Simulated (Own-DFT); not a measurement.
# Computed records: InAs (zincblende, strongly disordered by large displacements), GaP (zincblende, strongly disordered by large displacements)

All values are calculated (Own-DFT development build). A calculation, not a measurement: plane-wave PBE density functional theory by an unreviewed code, no spin, of a simulated periodic cell, stress positive in tension, free energy of the whole cell less one offset for each atom, forces on such cells passed a denser k mesh, this cell's mesh not checked; broken bonds can close the gap or carry spin, so checks made on this kind of crystal may not hold here; offsets are fitted by least squares, one for each functional and potential file, so energies compare only between cells with the same atoms and settings and are not formation energies; the far tail of each file's local potential was reset to the Coulomb form; each entry is a single point on an unrelaxed cell, so the pressure reflects the starting lattice, mostly measured values (interpolated for alloys), from which strain is counted, and rises with the displacements; printed positions are rounded, which can move forces by about a meV/angstrom; the program, named Own-DFT, is a retired in-house code; no spin-orbit coupling.

Common to all runs: functional PBE; potential files PseudoDojo norm-conserving, scalar-relativistic, standard set; wave cutoff 42 hartree; occupations Fermi-Dirac; smearing width 0.1 eV; k mesh 3 x 3 x 3 centred on Gamma.

(1) InAs (zincblende, strongly disordered by large displacements)

```
cell vectors (Å)
  12.1166     0.0000     0.0000
   0.0000    12.1166     0.0000
   0.0000     0.0000    12.1166
atoms (fractions of the cell vectors)
In  0.97706  0.05345  0.96724
In  0.02117  0.23724  0.26975
In  0.22850  0.07628  0.23888
In  0.27037  0.27890  0.02625
As  0.10680  0.12177  0.11177
As  0.12764  0.30598  0.40213
As  0.42431  0.15145  0.39306
As  0.38830  0.42136  0.15028
In  0.02162  0.00823  0.55963
In  0.01576  0.22551  0.79336
In  0.24263  0.00108  0.76833
In  0.24861  0.28040  0.53501
As  0.15192  0.12198  0.64741
As  0.12738  0.42045  0.89312
As  0.37292  0.11459  0.89504
As  0.36499  0.40428  0.64575
In  0.99445  0.48014  0.00427
In  0.99462  0.72038  0.20452
In  0.23099  0.54052  0.27146
In  0.28513  0.70934  0.97706
As  0.11159  0.59551  0.14375
As  0.09833  0.89102  0.30502
As  0.37504  0.63820  0.39598
As  0.41743  0.86525  0.11904
In  0.05831  0.53065  0.47750
In  0.99940  0.75346  0.72900
In  0.22198  0.50737  0.75599
In  0.19665  0.74253  0.47432
As  0.16118  0.60281  0.61041
As  0.12390  0.87927  0.83655
As  0.37222  0.62696  0.80782
As  0.35978  0.89438  0.58135
In  0.48229  0.99402  0.97572
In  0.46167  0.23910  0.19114
In  0.81155  0.00911  0.23765
In  0.72446  0.23663  0.02058
As  0.58814  0.14845  0.09942
As  0.66831  0.38119  0.37643
As  0.85544  0.14432  0.34943
As  0.86905  0.35084  0.12105
In  0.50130  0.97304  0.49547
In  0.48061  0.21669  0.75026
In  0.74437  0.98024  0.76732
In  0.72347  0.24295  0.47908
As  0.62351  0.12107  0.59825
As  0.64653  0.34407  0.87454
As  0.85311  0.13683  0.86092
As  0.87796  0.38885  0.60509
In  0.48835  0.51349  0.02849
In  0.46442  0.75731  0.25949
In  0.72255  0.48390  0.23719
In  0.76755  0.76145  0.94857
As  0.62334  0.58842  0.12618
As  0.63782  0.86273  0.34844
As  0.88933  0.67923  0.34751
As  0.82852  0.87201  0.11721
In  0.50116  0.49294  0.56858
In  0.52129  0.76932  0.73200
In  0.73745  0.50700  0.72734
In  0.77169  0.75449  0.47434
As  0.65859  0.58574  0.58235
As  0.57073  0.86922  0.87476
As  0.84421  0.57603  0.85726
As  0.87773  0.94893  0.65069
```

- hardware: one NVIDIA H200
- free energy of cell above offsets: 29.683 eV
- pressure: 14.35 GPa
- stress xx: -15.01 GPa
- stress yy: -11.7 GPa
- stress zz: -16.34 GPa
- stress yz: 1.83 GPa
- stress xz: -0.42 GPa
- stress xy: -1.34 GPa
- wall time: 1269 s

Force:
```
element  x (eV/Å)  y (eV/Å)  z (eV/Å)
     In     3.067    -4.612     2.822
     In    -3.293    -0.565    -3.921
     In     5.074    -2.791     4.981
     In    -1.077    -0.071    -0.639
     As    -2.396     2.235    -4.164
     As    -0.823     4.392    -0.791
     As    -1.404     0.581    -0.636
     As    -4.442    -1.577     3.428
     In     2.562      0.22    -5.292
     In     1.942     2.754    -2.061
     In     4.907     0.783    -0.875
     In     3.829    -2.148     2.086
     As     0.244     3.865    -0.434
     As     2.162    -5.156    -0.625
     As    -4.578     4.073    -2.017
     As    -2.861    -4.274     3.013
     In    -4.425     1.332     2.668
     In    -0.868     6.242    -2.172
     In      3.45    -2.467     3.638
     In    -0.712     1.632     1.203
     As     0.887    -1.583     -6.32
     As     0.627      0.28     1.627
     As    -0.252    -1.096     1.109
     As    -3.271     1.679    -3.104
     In    -5.112    -3.454    -4.188
     In    -0.965    -0.969    -0.439
     In     1.377    -1.296     1.459
     In     1.194     3.538    -1.958
     As    -0.098     4.058      1.42
     As     -2.75     -3.26     4.071
     As     2.471     0.688     1.439
     As    -4.067     -2.83     3.548
     In     1.639     0.682     5.136
     In    -2.722     1.284     4.479
     In    -2.526     -0.69     0.141
     In     4.949     1.925    -1.559
     As      0.21    -6.799     0.113
     As    -4.668     1.656     1.388
     As     1.414     2.428     3.573
     As     1.037     0.568     1.224
     In     4.252     1.661    -3.104
     In     1.736     1.387    -0.772
     In    -5.614     0.927     3.165
     In     2.844    -2.215     2.842
     As    -1.373    -1.383      2.33
     As    -2.241     2.092    -2.494
     As    -5.266     2.105    -1.473
     As     0.848    -0.729    -0.114
     In    -0.178     0.212    -7.662
     In      2.66    -2.328     2.559
     In     4.985    -0.217    -0.794
     In    -0.868    -0.488     0.028
     As     1.127      6.81    -0.773
     As    -0.266     0.897     0.323
     As     -0.55    -4.363     2.586
     As     1.754    -3.553    -3.425
     In     0.298     0.789    -4.229
     In    -2.202    -3.266    -6.092
     In    -0.786    -5.318     0.681
     In    -2.218     1.902      2.62
     As     1.407     5.712    -3.344
     As     5.768    -0.619     1.497
     As     4.222     3.519     4.179
     As     -0.07    -4.795    -1.904
```

(2) InAs (zincblende, strongly disordered by large displacements)

```
cell vectors (Å)
  12.1166     0.0000     0.0000
   0.0000    12.1166     0.0000
   0.0000     0.0000    12.1166
atoms (fractions of the cell vectors)
In  0.97928  0.03064  0.00775
In  0.99046  0.21569  0.25041
In  0.25454  0.96643  0.20427
In  0.26428  0.28436  0.98883
As  0.15442  0.11821  0.09266
As  0.13179  0.35505  0.37213
As  0.38943  0.12348  0.39594
As  0.37028  0.33353  0.12612
In  0.96646  0.02412  0.48422
In  0.99212  0.22472  0.71605
In  0.20314  0.99473  0.72295
In  0.25165  0.27270  0.49925
As  0.08917  0.16851  0.56742
As  0.15805  0.39156  0.88486
As  0.38057  0.13111  0.85165
As  0.42161  0.37327  0.62920
In  0.00056  0.51019  0.97938
In  0.98779  0.72797  0.25734
In  0.20031  0.50134  0.25234
In  0.25914  0.72839  0.96396
As  0.10407  0.64942  0.06889
As  0.13949  0.88765  0.36276
As  0.39405  0.62865  0.34435
As  0.37619  0.82958  0.16273
In  0.06806  0.50413  0.45937
In  0.98111  0.72522  0.75598
In  0.26869  0.51884  0.72941
In  0.24167  0.77959  0.51167
As  0.10949  0.63347  0.63968
As  0.11773  0.88043  0.90829
As  0.37207  0.58761  0.91302
As  0.35719  0.90745  0.59692
In  0.50979  0.04210  0.97543
In  0.52384  0.25425  0.24560
In  0.75371  0.99955  0.29220
In  0.77588  0.21027  0.99866
As  0.61986  0.11314  0.17714
As  0.59120  0.33604  0.39514
As  0.87989  0.11685  0.35324
As  0.90549  0.40280  0.11844
In  0.52269  0.01090  0.53412
In  0.47407  0.23640  0.73434
In  0.74639  0.98392  0.70833
In  0.77088  0.27687  0.49142
As  0.62754  0.12336  0.67297
As  0.63005  0.34465  0.90544
As  0.86575  0.15939  0.82899
As  0.91004  0.37025  0.64385
In  0.49559  0.52870  0.04273
In  0.52751  0.74408  0.22090
In  0.70377  0.47442  0.24109
In  0.74743  0.73521  0.03474
As  0.63460  0.61630  0.12390
As  0.60404  0.86802  0.39149
As  0.84426  0.66115  0.35732
As  0.85928  0.84344  0.13398
In  0.48437  0.48137  0.49730
In  0.55053  0.72594  0.77117
In  0.76290  0.49662  0.76599
In  0.74612  0.77274  0.52841
As  0.63383  0.64209  0.63109
As  0.56919  0.89625  0.88169
As  0.88860  0.64178  0.88734
As  0.89750  0.87046  0.68179
```

* hardware: one NVIDIA H200
* free energy of cell above offsets: 21.958 eV
* pressure: 12.47 GPa
* stress xx: -12.47 GPa
* stress yy: -13.32 GPa
* stress zz: -11.63 GPa
* stress yz: 1.69 GPa
* stress xz: 0.19 GPa
* stress xy: 1.9 GPa
* wall time: 1198 s

Force:
```
element  x (eV/Å)  y (eV/Å)  z (eV/Å)
     In    -0.956    -0.831    -0.488
     In     4.604     4.121    -5.022
     In    -1.467     3.083     1.333
     In    -0.215    -4.864    -2.109
     As      -0.7     0.701     1.008
     As    -0.914    -3.938    -3.519
     As     -0.48      0.13    -0.607
     As     3.448     3.576     4.932
     In      3.48    -4.896     3.861
     In     4.571      -0.8     3.147
     In     0.178     0.366     0.613
     In     4.206    -1.435     1.353
     As     2.664     -2.34    -1.417
     As     -3.64     2.493    -4.133
     As    -5.164     -2.11     2.491
     As    -5.242     1.708     0.786
     In     1.135    -2.961    -1.044
     In     4.523     1.773    -1.805
     In     2.258     2.049     -2.84
     In    -0.619     4.019     1.297
     As     0.531     0.859     4.161
     As    -2.454    -0.269     0.073
     As    -1.566    -1.032     1.572
     As    -2.058    -0.258    -3.778
     In    -3.701     4.617     3.523
     In     4.199     0.237     0.012
     In      0.28    -1.047     0.687
     In    -1.026    -2.718    -1.446
     As     2.424    -0.888    -2.631
     As    -0.108    -0.016    -1.661
     As     0.671    -0.902     -4.82
     As     0.833     0.726     2.408
     In    -0.368     2.993     4.514
     In    -5.019     0.456     -2.04
     In    -3.868     -5.03    -2.351
     In    -1.038     1.544     2.622
     As     2.339    -3.641    -4.383
     As     2.928     2.517     3.048
     As    -3.327     3.313     1.759
     As    -1.997    -2.535     2.227
     In    -0.219      0.51    -1.452
     In     3.547    -0.087     1.943
     In    -0.005    -0.957     2.682
     In     0.489    -0.504     1.055
     As     0.266      2.64    -2.414
     As    -0.601     1.393    -0.657
     As    -2.614    -3.834     2.627
     As    -3.369     6.072    -3.441
     In     -1.93    -5.623    -0.603
     In     2.334      0.42     3.425
     In     2.588    -1.776     2.062
     In     -0.22     0.869    -5.463
     As      1.89    -0.525     1.432
     As     0.937     0.395     0.167
     As    -2.934    -2.805     2.685
     As     2.531      5.19     2.323
     In     1.445     5.319    -4.171
     In    -3.321     1.576     3.838
     In    -0.454    -0.682     0.286
     In     1.627     0.864    -1.209
     As     1.118    -4.566    -2.785
     As     3.208    -4.086    -2.061
     As    -5.358    -1.827     2.722
     As    -0.305     3.251    -4.322
```

(3) GaP (zincblende, strongly disordered by large displacements)

```
cell vectors (Å)
  10.9010     0.0000     0.0000
   0.0000    10.9010     0.0000
   0.0000     0.0000    10.9010
atoms (fractions of the cell vectors)
Ga  0.97385  0.01721  0.00081
Ga  0.99999  0.22213  0.24846
Ga  0.26605  0.96698  0.22201
Ga  0.18088  0.25795  0.00916
P   0.20205  0.11707  0.12183
P   0.13699  0.37244  0.39013
P   0.37689  0.10468  0.38110
P   0.36370  0.44344  0.05869
Ga  0.96163  0.98802  0.46951
Ga  0.01263  0.29236  0.74669
Ga  0.24064  0.00653  0.76446
Ga  0.27949  0.26857  0.48093
P   0.09004  0.16839  0.64283
P   0.13558  0.38793  0.88268
P   0.41940  0.17594  0.90509
P   0.37769  0.34552  0.61294
Ga  0.02419  0.49164  0.00346
Ga  0.01895  0.79006  0.20952
Ga  0.28608  0.49059  0.25385
Ga  0.25622  0.76671  0.02016
P   0.12291  0.66436  0.13300
P   0.08688  0.88795  0.34414
P   0.43436  0.64629  0.36786
P   0.43833  0.84191  0.09241
Ga  0.99872  0.50558  0.52749
Ga  0.03004  0.77342  0.73408
Ga  0.28674  0.51219  0.77115
Ga  0.23994  0.77395  0.51362
P   0.13546  0.57442  0.62055
P   0.14526  0.85355  0.84938
P   0.36304  0.61146  0.90273
P   0.39694  0.83564  0.58992
Ga  0.52001  0.03126  0.03175
Ga  0.54336  0.23210  0.28196
Ga  0.74915  0.01167  0.35870
Ga  0.73176  0.25200  0.98769
P   0.60164  0.23447  0.10994
P   0.64706  0.36849  0.33069
P   0.89734  0.11378  0.35198
P   0.89016  0.35590  0.09219
Ga  0.53761  0.05122  0.49891
Ga  0.51036  0.26863  0.70505
Ga  0.72849  0.98875  0.72081
Ga  0.77983  0.23554  0.47430
P   0.65355  0.13385  0.64130
P   0.64988  0.38256  0.85311
P   0.88436  0.14201  0.90380
P   0.87637  0.39876  0.62822
Ga  0.53238  0.48892  0.00077
Ga  0.51703  0.81702  0.26495
Ga  0.76089  0.49638  0.27983
Ga  0.79327  0.73281  0.99495
P   0.65498  0.58280  0.09642
P   0.67153  0.85077  0.37779
P   0.86690  0.62392  0.36272
P   0.90605  0.86057  0.05925
Ga  0.55960  0.48947  0.49655
Ga  0.48173  0.73686  0.73780
Ga  0.75850  0.50054  0.72171
Ga  0.73205  0.68980  0.46503
P   0.59739  0.63484  0.59868
P   0.61941  0.89213  0.85185
P   0.90400  0.62558  0.81999
P   0.86546  0.84154  0.60802
```

* hardware: one NVIDIA H100
* free energy of cell above offsets: 26.935 eV
* pressure: 16.67 GPa
* stress xx: -16.47 GPa
* stress yy: -17.93 GPa
* stress zz: -15.59 GPa
* stress yz: -0.51 GPa
* stress xz: -1.81 GPa
* stress xy: -3.08 GPa
* wall time: 587.2 s

Force:
```
element  x (eV/Å)  y (eV/Å)  z (eV/Å)
     Ga     4.785     1.047     0.606
     Ga     4.685     4.673    -4.152
     Ga     1.303    -2.181     2.148
     Ga     2.249     0.838    -0.853
      P    -2.685     -1.01     1.355
      P    -1.799     0.846    -2.356
      P     0.206     0.538    -1.118
      P    -5.334    -1.827      1.54
     Ga      2.18    -2.915     5.543
     Ga    -3.213     2.606      3.88
     Ga     1.351     2.612    -1.101
     Ga    -2.941    -3.607    -2.399
      P     4.065    -6.198      -4.6
      P     1.116     1.568    -4.015
      P    -1.454    -0.759    -0.989
      P    -0.772     6.709      1.05
     Ga      -1.9     3.243     0.993
     Ga    -5.529    -0.136    -0.696
     Ga    -0.266     1.472     0.496
     Ga    -0.342    -0.174    -1.585
      P     3.505    -7.131    -1.853
      P     4.921     2.187     4.889
      P    -1.543    -1.042    -0.082
      P    -0.882      1.65    -1.652
     Ga    -2.586    -0.798    -6.014
     Ga    -3.385    -3.248    -3.642
     Ga    -3.157    -4.039    -4.881
     Ga    -4.076    -2.717    -2.378
      P     5.691     5.243     3.144
      P     2.755     2.274     4.602
      P     3.402     3.162     3.405
      P     2.278     4.322     0.292
     Ga     0.178       0.4     -1.75
     Ga     -5.85    -6.063     3.161
     Ga    -3.627     1.826     -1.65
     Ga     4.901     0.264    -3.252
      P    -3.697    -2.517    -1.116
      P    -0.248     0.318     6.284
      P    -0.327     3.262    -0.324
      P     0.354     0.464     2.411
     Ga    -0.373    -1.937    -0.958
     Ga       4.4    -2.474     5.671
     Ga     4.295    -4.242     1.924
     Ga     -0.83     1.984     1.467
      P    -0.601     4.819    -2.939
      P    -1.755     0.412    -1.519
      P    -1.967     3.052    -4.715
      P     0.789    -5.953    -2.844
     Ga     1.178    -1.534    -4.211
     Ga    -0.824    -2.184     1.358
     Ga     2.077     1.367     -6.11
     Ga    -4.194    -4.293    -3.444
      P     4.803     4.371     3.689
      P    -2.427    -1.036     0.186
      P     7.867     0.332    -0.839
      P     -0.11    -0.222     3.915
     Ga    -2.891     -4.61    -3.472
     Ga     0.431      0.22     3.123
     Ga    -3.806      4.49     2.721
     Ga    -1.191     1.259      4.01
      P     2.234     1.776     5.114
      P    -1.027    -1.973     2.415
      P    -0.498    -0.145     2.522
      P     0.108     1.359    -0.405
```

(4) GaP (zincblende, strongly disordered by large displacements)

```
cell vectors (Å)
  10.9010     0.0000     0.0000
   0.0000    10.9010     0.0000
   0.0000     0.0000    10.9010
atoms (fractions of the cell vectors)
Ga  0.00304  0.00450  0.01599
Ga  0.97217  0.28019  0.25642
Ga  0.23032  0.03087  0.26901
Ga  0.23960  0.24398  0.99405
P   0.12611  0.13169  0.13249
P   0.10382  0.36221  0.36720
P   0.37247  0.11028  0.39275
P   0.36180  0.37814  0.10222
Ga  0.01127  0.99181  0.47832
Ga  0.01817  0.22195  0.73396
Ga  0.25388  0.00523  0.75468
Ga  0.26936  0.25969  0.52630
P   0.12248  0.15853  0.60875
P   0.11795  0.37441  0.88548
P   0.38568  0.10932  0.87679
P   0.36664  0.37474  0.60661
Ga  0.00243  0.51468  0.99291
Ga  0.01621  0.74501  0.22773
Ga  0.25755  0.49209  0.25660
Ga  0.26803  0.74314  0.06736
P   0.14403  0.62237  0.11677
P   0.10541  0.87057  0.34112
P   0.33999  0.61752  0.36951
P   0.40157  0.89894  0.10912
Ga  0.99628  0.51068  0.48176
Ga  0.00185  0.74941  0.73612
Ga  0.24022  0.50827  0.77264
Ga  0.24912  0.72379  0.50594
P   0.08101  0.63980  0.62722
P   0.13041  0.87472  0.86893
P   0.37085  0.59475  0.86405
P   0.34331  0.87714  0.62642
Ga  0.50155  0.02390  0.02015
Ga  0.54581  0.27592  0.24656
Ga  0.76092  0.02672  0.25994
Ga  0.73862  0.25350  0.99323
P   0.59647  0.11709  0.12718
P   0.59583  0.41408  0.37966
P   0.85192  0.10804  0.37932
P   0.88516  0.36071  0.12850
Ga  0.50605  0.99783  0.50055
Ga  0.46259  0.25410  0.77174
Ga  0.73549  0.02706  0.78274
Ga  0.73764  0.20747  0.49118
P   0.59757  0.10653  0.59277
P   0.63369  0.34262  0.87166
P   0.86507  0.14777  0.86489
P   0.87074  0.36880  0.60212
Ga  0.51347  0.51965  0.98479
Ga  0.50329  0.76174  0.25271
Ga  0.73365  0.48929  0.24385
Ga  0.77308  0.75529  0.97747
P   0.63130  0.64654  0.17198
P   0.61300  0.85367  0.37421
P   0.88002  0.62113  0.37641
P   0.86510  0.86328  0.11626
Ga  0.50333  0.48692  0.49897
Ga  0.48793  0.73411  0.74923
Ga  0.73487  0.48862  0.73186
Ga  0.72714  0.78551  0.51079
P   0.66392  0.62326  0.60639
P   0.62931  0.90293  0.89460
P   0.84090  0.60072  0.85363
P   0.86648  0.87347  0.62803
```

* hardware: one NVIDIA H100
* free energy of cell above offsets: 7.837 eV
* pressure: 12.51 GPa
* stress xx: -11.8 GPa
* stress yy: -12 GPa
* stress zz: -13.72 GPa
* stress yz: -4.7 GPa
* stress xz: -3 GPa
* stress xy: -2.68 GPa
* wall time: 551.3 s

Force:
```
element  x (eV/Å)  y (eV/Å)  z (eV/Å)
     Ga    -0.422    -0.875    -1.515
     Ga     2.712    -6.238     4.173
     Ga     1.108    -1.814     0.129
     Ga     0.803    -0.279     0.305
      P    -1.683      1.28    -0.672
      P     3.808     1.933     2.394
      P    -0.055     2.206    -0.711
      P      2.11      0.37      1.33
     Ga    -0.999     0.044     1.745
     Ga    -5.863     4.981     5.745
     Ga    -1.814     0.156      -0.2
     Ga    -4.514    -6.232    -7.075
      P     3.483    -6.178    -4.275
      P    -0.458    -0.863    -1.808
      P    -2.506     0.229      0.68
      P     4.995      6.94     6.963
     Ga    -1.242    -0.333    -0.239
     Ga    -3.438    -1.867    -0.637
     Ga    -2.471    -3.655     -2.62
     Ga     3.928     4.508    -4.118
      P    -4.195    -4.081     1.772
      P     3.111     1.601     2.654
      P     4.312     1.835     1.295
      P    -4.284    -4.631     4.557
     Ga     0.707    -2.387     1.535
     Ga    -4.287     5.523     5.993
     Ga    -4.266    -2.629    -4.151
     Ga    -2.314     2.121     1.484
      P     6.493    -6.551    -4.953
      P    -0.774    -0.153     1.407
      P     3.432      4.66     2.641
      P     2.701    -1.495    -1.326
     Ga    -2.018    -3.139    -8.274
     Ga    -3.569    -0.651    -0.704
     Ga    -6.279    -6.703     -7.97
     Ga     2.904    -2.396     4.146
      P     8.351     6.041     6.464
      P     7.644    -6.207    -7.115
      P     8.243     3.812     3.649
      P    -5.809     4.839    -6.556
     Ga    -6.224    -8.087    -5.118
     Ga     1.884     1.462    -2.399
     Ga    -0.229    -1.125    -3.755
     Ga    -1.201     4.314     2.548
      P     5.378     6.978     8.744
      P    -4.045     4.591    -3.593
      P     2.849     -0.22     1.322
      P    -0.274    -1.031     0.487
     Ga      0.93    -1.671     1.995
     Ga    -4.871    -0.252     -0.95
     Ga     2.633     0.256     0.932
     Ga    -2.107    -0.422    -0.305
      P     1.461    -1.614    -5.307
      P     0.778     4.631     0.577
      P    -2.242     2.452    -2.828
      P     1.592     1.799     1.696
     Ga     -5.83     6.468     7.525
     Ga     0.385     1.097    -0.669
     Ga     0.329    -3.638    -0.271
     Ga     2.809    -1.192     0.041
      P    -4.338    -0.409     0.282
      P    -1.365    -2.606    -0.174
      P     3.348     1.994     2.358
      P     0.763     2.505     0.721
```
